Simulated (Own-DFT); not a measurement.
# Response to strain: 4H SiC, 72 atoms (C36Si36)

Calculated, not measured: single-point runs of Own-DFT, a retired in-house plane-wave DFT program that no person has reviewed, on unrelaxed cells, without spin or spin-orbit coupling.

All runs used: PBE; PseudoDojo norm-conserving scalar-relativistic files; cutoff 42 hartree; 4 x 4 x 3 k mesh centred on Gamma; Fermi-Dirac smearing of 0.1 eV.

Limits: forces on such cells passed a denser k mesh, each cell not checked; stress not checked against mesh or cutoff.

Unstrained cell vectors in Å: (9.248, 0.000, 0.000); (-4.624, 8.009, 0.000); (0.000, 0.000, 10.068). The unstrained cell has measured lattice constants (interpolated for alloys), not those of this functional. That, the random moves and any unrelaxed bonds set the pressure at no strain. The cell is deformed uniformly in each run, and the atoms keep their fractional places. All atoms carry random offsets, Gaussian with a width of 0.05 Å per axis. Strain is the symmetric tensor, in per cent. Stress is positive in tension, and the pressure is minus a third of its trace.

| run | e_xx (%) | e_yy (%) | e_zz (%) | e_yz (%) | e_xz (%) | e_xy (%) | s_xx (GPa) | s_yy (GPa) | s_zz (GPa) | s_yz (GPa) | s_xz (GPa) | s_xy (GPa) | P (GPa) | E (meV/atom) |
|---|---|---|---|---|---|---|---|---|---|---|---|---|---|---|
| 1 | 0.52 | 0.60 | 0.86 | -0.76 | 0.87 | -0.60 | -1.85 | -1.71 | -0.52 | -1.40 | 2.52 | -1.86 | 1.36 | 32.9 |
| 2 | 1.95 | 0.27 | -0.16 | -0.48 | 0.97 | -0.60 | 4.18 | 1.29 | -7.95 | -2.06 | 3.89 | -1.98 | 0.83 | 9.7 |
| 3 | 0.94 | 0.32 | 0.12 | -1.49 | -0.41 | -0.37 | 1.68 | -3.64 | -5.09 | -5.30 | -0.98 | -1.47 | 2.35 | 23.7 |
| 4 | 0.81 | -0.52 | 0.90 | -2.00 | 0.79 | 1.41 | -0.24 | -6.39 | -0.88 | -6.53 | 2.18 | 5.55 | 2.50 | 7.5 |
| 5 | -0.72 | -1.11 | -1.83 | -1.36 | 1.41 | -0.67 | -10.02 | -11.37 | -21.22 | -4.86 | 4.97 | -3.20 | 14.21 | 39.2 |
| 6 | 0.13 | -0.30 | -1.97 | -1.39 | -0.53 | -1.38 | -5.55 | -7.82 | -18.63 | -5.72 | -2.69 | -7.74 | 10.67 | 41.4 |
| 7 | -0.05 | -0.41 | -1.33 | 0.31 | 1.53 | 1.02 | -7.84 | -7.23 | -14.22 | 0.13 | 6.00 | 6.30 | 9.77 | 25.0 |
| 8 | 1.11 | 1.08 | 0.81 | -1.73 | 0.00 | 1.16 | 2.96 | 2.31 | -0.34 | -5.42 | -0.23 | 4.54 | -1.64 | 0.0 |
| 9 | 1.66 | -0.32 | 0.93 | -0.88 | -1.52 | 1.71 | 4.59 | -7.04 | 0.24 | -4.20 | -3.83 | 7.39 | 0.74 | 30.3 |
| 10 | -0.68 | -0.61 | -1.03 | 0.06 | 1.75 | -1.02 | -9.67 | -8.56 | -13.78 | -0.04 | 6.76 | -5.32 | 10.67 | 25.2 |
| 11 | 1.21 | -1.10 | -1.72 | 0.96 | 0.25 | -1.17 | 0.73 | -9.91 | -20.03 | 2.68 | 0.88 | -6.45 | 9.74 | 38.5 |
| 12 | 0.67 | 1.95 | -0.26 | 0.50 | 1.65 | -0.41 | -1.06 | 6.52 | -7.67 | 2.12 | 5.45 | -0.76 | 0.74 | 37.4 |
| 13 | 0.81 | -1.42 | 1.10 | -1.53 | -1.86 | 0.52 | -0.36 | -9.44 | -1.92 | -4.51 | -5.83 | 2.41 | 3.91 | 16.6 |
| 14 | 1.60 | -0.83 | -1.69 | -1.46 | -0.14 | -0.34 | -0.13 | -8.43 | -15.63 | -4.84 | -1.69 | -1.97 | 8.06 | 46.0 |
| 15 | -1.63 | -1.24 | -1.85 | 0.66 | 1.25 | 1.13 | -17.70 | -15.73 | -20.31 | 1.57 | 5.55 | 5.90 | 17.91 | 72.6 |
| 16 | -1.85 | -1.67 | -1.68 | -0.45 | 1.51 | 0.45 | -18.38 | -15.96 | -22.40 | -3.59 | 6.42 | 3.05 | 18.92 | 63.5 |
| 17 | 1.02 | -1.66 | -0.94 | 1.66 | -0.41 | 0.15 | ? | ? | ? | ? | ? | ? | ? | ? |

E is the free energy for each atom above the lowest run shown.

## Worked fit

Least squares on the runs shown: each stress against a constant and the strains, taken as fractions with shears doubled. Shear strains stay in the fit of a normal stress only where such slopes are resolved. The slopes, in GPa:

| stress | at no strain | per e_xx | per e_yy | per e_zz | scatter |
|---|---|---|---|---|---|
| s_xx | -5.2 | 548 ± 32 | 54 ± 35 | 95 ± 30 | 1.15 |
| s_yy | -5.1 | 127 ± 41 | 519 ± 45 | 28 ± 38 | 1.45 |
| s_zz | -7.2 | 77 ± 38 | 98 ± 41 | 619 ± 35 | 1.34 |

The slope of each shear stress on twice its own strain, from a fit on all six strains: yz 164 ± 12, xz 165 ± 11, xy 238 ± 14 GPa. These are stiffnesses along x, y and z of the frame in which the cell vectors are given, with the crystal's c axis along z: C11, C12, C13 and C33. Hexagonal symmetry asks that xx and yy behave alike, which is a second check on the noise. No internal relaxation is included, and where it is allowed it would reduce some of the slopes. Symmetry asks for nearly equal slopes across the diagonal; the mismatch is a measure of noise. A ninth of the table's sum, 241 ± 5 GPa, estimates the bulk modulus near the mean pressure of these runs, 6.9 GPa, so it lies above the value at zero pressure.

## The run left out

The question: what normal stresses and pressure should run 17 give?

The fit gives s_xx = -1.4, s_yy = -12.7, s_zz = -13.9 and P = 9.3 GPa. Computed: -0.43, -12.88, -14.00 and P = 9.10 GPa.
